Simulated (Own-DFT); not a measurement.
# One host, several defects: zincblende GaAs

The numbers are computed, not measured, by runs of the plane-wave DFT program Own-DFT (in-house, retired, unreviewed) at fixed positions, with no spin and no spin-orbit coupling.

Method: PBE; PseudoDojo norm-conserving scalar-relativistic files; cutoff 42 hartree; 3 x 3 x 3 k mesh centred on Gamma; Fermi-Dirac smearing of 0.1 eV.

Caveats (not all hold for every row): not probed for a lower state with spin; forces not confirmed at this smearing and k mesh; stress not checked against mesh or cutoff.

All runs share one cell, with vectors in Å (11.737, 0.000, 0.000); (0.000, 11.737, 0.000); (0.000, 0.000, 10.833) and a volume of 1492.4 Å³, strained against the parent crystal. Atoms were moved at random from their sites; u is the rms move along one axis. The defect's site can differ from row to row.

| cell | formula | u (Å) | P (GPa) |
|---|---|---|---|
| no defect | As32Ga32 | 0.0304 | 1.26 |
| no defect | As32Ga32 | 0.0486 | 1.47 |
| no defect | As32Ga32 | 0.0501 | 1.55 |
| one As vacancy and one Ga vacancy | As31Ga31 | 0.0291 | 0.90 |
| one As vacancy and one Ga vacancy | As31Ga31 | 0.0298 | 0.84 |
| one As vacancy and one Ga vacancy | As31Ga31 | 0.0484 | 1.08 |
| one Al on a Ga site | AlAs32Ga31 | 0.0278 | ? |
| one Al on a Ga site | AlAs32Ga31 | 0.0284 | 1.22 |
| one Al on a Ga site | AlAs32Ga31 | 0.0454 | 1.43 |
| one Al on a Ga site | AlAs32Ga31 | 0.0522 | 1.55 |

## Analysis

P = P0 + c u² + a shift for each defect gives P0 = 1.12 GPa, c = 160 ± 14 GPa/Å² and a scatter of 0.03 GPa. The shifts, and each times the cell's volume:

- one Al on a Ga site: -0.01 ± 0.02 GPa, -0.1 eV (not resolved)
- one As vacancy and one Ga vacancy: -0.40 ± 0.03 GPa, -3.7 eV

Against the defect-free cell, a freed cell would be larger where the shift is positive and smaller where it is negative (160.2 GPa Å³ is 1 eV). The atoms around the defects weren't relaxed, which would change these numbers.

## The run left out

Q: what pressure belongs in the blank (one Al on a Ga site, u = 0.0278 Å)?

From the fit: 1.23 ± 0.04 GPa. The hidden result is 1.20 GPa.
